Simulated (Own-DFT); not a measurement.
## Calculated data, Hf36O71 (tetragonal hafnia with one neutral oxygen vacancy, atoms displaced)

A calculation, not a measurement: plane-wave PBE and HSE06 DFT by an unreviewed code, no spin, of a simulated cell at Gamma alone, so results move with cell size and shape, stress positive in tension, energies less offsets, not probed for a lower state with spin; hafnium file: forces about 75 meV/angstrom off all-electron values; oxygen file: force components 24 meV/angstrom off all-electron in a glass; k mesh not checked against a denser one; forces and stress are PBE's, HSE06 gives the energy alone, and its difference from PBE has offsets of its own; offsets are fitted by least squares, one for each functional and potential file, so energies compare only between cells with the same atoms and settings and are not formation energies; the far tail of each file's local potential was reset to the Coulomb form; each entry is a single point on an unrelaxed cell, so the pressure reflects the starting lattice, taken from the Materials Project, from which strain is counted, and rises with the displacements; printed positions are rounded, which can move forces by about a meV/angstrom; the program is a retired in-house code; no spin-orbit coupling. Program: Own-DFT development build.

## Hf36O71 (tetragonal hafnia with one neutral oxygen vacancy, atoms displaced)

```
cell vectors (Å)
  10.7800     0.0000     0.0000
   0.0000    10.7800     0.0000
   0.0000     0.0000    10.4493
atoms (fractions of the cell vectors)
Hf  0.01857  0.00681  0.98627
Hf  0.17190  0.17545  0.25218
O   0.98997  0.15038  0.15142
O   0.17442  0.00527  0.34382
O   0.00528  0.17327  0.41570
O   0.16160  0.99913  0.09947
Hf  0.99641  0.99216  0.49382
Hf  0.16028  0.17164  0.74215
O   0.17520  0.99689  0.86743
O   0.01288  0.16447  0.90590
O   0.16681  0.99704  0.59110
Hf  0.98901  0.33373  0.99429
Hf  0.17543  0.50636  0.24753
O   0.01278  0.49673  0.14503
O   0.16727  0.33560  0.34712
O   0.99725  0.50536  0.40139
O   0.15422  0.33257  0.09829
Hf  0.99757  0.33851  0.49858
Hf  0.17271  0.50147  0.74691
O   0.00812  0.49971  0.64861
O   0.16772  0.32501  0.83698
O   0.99394  0.48435  0.91026
O   0.16828  0.33736  0.60722
Hf  0.99074  0.67306  0.01610
Hf  0.17968  0.83258  0.25874
O   0.99038  0.83276  0.14983
O   0.18350  0.65697  0.33838
O   0.00128  0.84006  0.39449
O   0.17340  0.67196  0.08195
Hf  0.00992  0.66300  0.49213
Hf  0.16609  0.83375  0.75106
O   0.99172  0.84381  0.65389
O   0.14955  0.66902  0.85633
O   0.97827  0.83283  0.90975
O   0.16878  0.66184  0.59151
Hf  0.33229  0.99168  0.00535
Hf  0.51129  0.17408  0.26603
O   0.34022  0.16272  0.14529
O   0.50157  0.99571  0.35778
O   0.32280  0.17182  0.40397
O   0.50660  0.99937  0.10011
Hf  0.32612  0.99110  0.50210
Hf  0.50045  0.15775  0.73535
O   0.33164  0.16555  0.65309
O   0.48686  0.00390  0.84644
O   0.32557  0.15758  0.89543
O   0.49893  0.99635  0.59668
Hf  0.33826  0.32795  0.98848
Hf  0.50632  0.49115  0.26536
O   0.34457  0.50731  0.16409
O   0.48917  0.33670  0.34318
O   0.33004  0.50730  0.40445
O   0.49725  0.33680  0.08567
Hf  0.34068  0.32164  0.48839
Hf  0.50782  0.49492  0.75803
O   0.32328  0.50000  0.66717
O   0.50943  0.32196  0.84994
O   0.32549  0.50788  0.90146
O   0.51889  0.33104  0.59985
Hf  0.34356  0.66749  0.00690
Hf  0.51457  0.82788  0.25494
O   0.32712  0.84229  0.15900
O   0.50443  0.67211  0.35312
O   0.31993  0.84641  0.41392
O   0.49678  0.66587  0.09627
Hf  0.32596  0.67541  0.50457
Hf  0.50583  0.82555  0.75781
O   0.32573  0.83059  0.64709
O   0.50491  0.66380  0.84316
O   0.33949  0.82792  0.91255
O   0.48138  0.65600  0.60136
Hf  0.67513  0.00223  0.00096
Hf  0.82964  0.17665  0.24352
O   0.66984  0.18311  0.15175
O   0.82780  0.99056  0.34264
O   0.67311  0.15298  0.39972
O   0.83976  0.99729  0.10739
Hf  0.67096  0.99131  0.50712
Hf  0.83722  0.16915  0.74570
O   0.67212  0.17652  0.64895
O   0.83614  0.99444  0.84498
O   0.67097  0.16279  0.90403
O   0.82201  0.99675  0.59806
Hf  0.67672  0.33349  0.01285
Hf  0.83430  0.51050  0.26626
O   0.66344  0.49370  0.15049
O   0.83167  0.33696  0.35290
O   0.67650  0.50519  0.40107
O   0.84496  0.31144  0.09035
Hf  0.67556  0.32742  0.49675
Hf  0.81955  0.49655  0.75004
O   0.67192  0.49547  0.62771
O   0.83307  0.33062  0.84770
O   0.66068  0.50359  0.90561
O   0.83056  0.33819  0.59453
Hf  0.66712  0.66782  0.01353
Hf  0.83840  0.83143  0.23874
O   0.66980  0.83122  0.15969
O   0.83490  0.66422  0.35418
O   0.66662  0.82015  0.41015
O   0.83332  0.66873  0.09386
Hf  0.66669  0.66437  0.50295
Hf  0.84384  0.83127  0.76759
O   0.65860  0.82327  0.64934
O   0.83218  0.66500  0.85150
O   0.66894  0.83772  0.89484
O   0.83768  0.67121  0.59832
```

Settings of this run: first functional PBE, second functional HSE06, exact exchange share 0.25, screening 0.11 1/bohr, exchange divergence Gygi-Baldereschi, potential files PseudoDojo norm-conserving, scalar-relativistic, made for PBE, standard set, wave cutoff 48 hartree, occupations fixed and k mesh 1 x 1 x 1 centred on Gamma.

The calculation gives: PBE energy of cell above offsets -87.720 eV; HSE06 less PBE above offsets 0.531 eV; PBE pressure 5.88 GPa; PBE stress xx -5.32 GPa; PBE stress yy -6.68 GPa; PBE stress zz -5.64 GPa; PBE stress yz -0.89 GPa; PBE stress xz 0.92 GPa; PBE stress xy -0.04 GPa.

Force:
```tsv
element	x (eV/Å)	y (eV/Å)	z (eV/Å)
Hf	-2.353	-1.454	3.03
Hf	-0.979	-0.848	-2.445
O	1.906	0.692	1.361
O	-0.519	-0.215	0.353
O	-0.411	-1.301	-0.182
O	1.439	-0.373	0.963
Hf	-0.741	1.796	0.902
Hf	0.746	0.181	0.672
O	-0.906	-1.58	-2.976
O	-0.874	1.361	-2.578
O	-1.87	0.338	1.282
Hf	5.164	-1.006	0.178
Hf	0.14	-3.574	-2.265
O	-2.638	1.466	1.823
O	0.247	1.066	0.642
O	0.028	-0.598	-1.121
O	2.395	-0.889	-0.309
Hf	1.798	0.066	1.639
Hf	-3.285	-0.646	2.796
O	-2.113	0.259	-0.121
O	0.448	1.607	1.034
O	-0.51	3.832	-1.756
O	-0.177	-1.5	-2.415
Hf	4.816	-1.551	-3.469
Hf	-2.465	1.476	-1.269
O	3.384	-1.488	-0.403
O	-1.272	3.929	1.868
O	0.908	-2.666	0.125
O	-0.802	0.048	2.512
Hf	-2.574	0.868	2.222
Hf	-0.444	-0.637	0.969
O	2.567	-0.069	-0.382
O	0.104	1.108	-2.538
O	1.143	0.191	-0.299
O	-1.589	0.798	0.879
Hf	0.811	2.229	0.096
Hf	-1.204	-4.767	-3.336
O	-0.098	0.645	1.64
O	-0.258	0.515	-1.259
O	0.999	-2.42	-1.515
O	0.842	-0.372	0.003
Hf	1.725	4.417	1.653
Hf	-0.376	0.104	1.874
O	0.3	0.504	-1.176
O	0.851	-1.31	-0.356
O	0.298	1.483	0.875
O	0.223	0.593	0.544
Hf	-1.748	-1.327	-0.027
Hf	-1.403	4.806	-2.681
O	-0.329	-0.315	-0.514
O	0.586	-2.079	2.49
O	1.094	-1.784	0.9
O	1.053	0.114	1.692
Hf	-1.856	4.049	4.118
Hf	-1.595	-0.511	-1.385
O	4.667	-0.389	-1.921
O	-0.893	1.187	-0.844
O	0.977	-1.249	0.879
O	-2.968	0.153	-1.197
Hf	-3.079	-1.151	-1.635
Hf	-1.467	2.262	0.221
O	2.853	-0.489	0.048
O	-0.534	-1.424	-0.3
O	-0.18	-5.228	-3.113
O	3.047	0.99	1.754
Hf	2.045	-1.426	-0.64
Hf	-0.556	1.954	-1.034
O	0.487	0.305	1.407
O	0.189	-0.591	1.271
O	0.083	-0.231	-1.198
O	2.42	0.026	0.123
Hf	-0.072	0.078	-0.1
Hf	2.482	-3.021	0.8
O	-1.66	-0.074	0.471
O	0.335	1.053	0.92
O	-0.909	2.364	-0.376
O	-2.22	-0.146	-1.819
Hf	-1.916	-1.322	-1.574
Hf	-0.481	-1.334	0.453
O	0.331	-0.861	-0.111
O	-0.154	3.204	0.303
O	0.527	0.132	0.413
O	2.922	0.781	0.704
Hf	-2.372	-0.845	-2.534
Hf	0.947	-1.515	-1.677
O	1.647	0.273	0.618
O	-0.008	0.128	-0.801
O	-0.934	-1.698	-1.467
O	-3.39	1.055	2.582
Hf	0.162	0.048	1.01
Hf	2.883	1.324	-0.331
O	-0.842	0.607	3.087
O	-0.814	-0.017	-0.466
O	0.635	-0.504	-0.638
O	1.333	-0.609	0.891
Hf	-0.851	0.236	-2.75
Hf	-0.177	2.161	2.553
O	-0.243	-0.973	-1.614
O	0.313	1.538	-0.416
O	-0.191	2.192	-1.277
O	-2.679	-0.873	2.889
Hf	-0.258	0.632	2.096
Hf	-1.821	-0.998	-2.206
O	0.471	-0.066	0.539
O	-0.434	-1.662	0.374
O	-0.67	-0.654	1.679
O	0.398	-0.596	-0.406
```
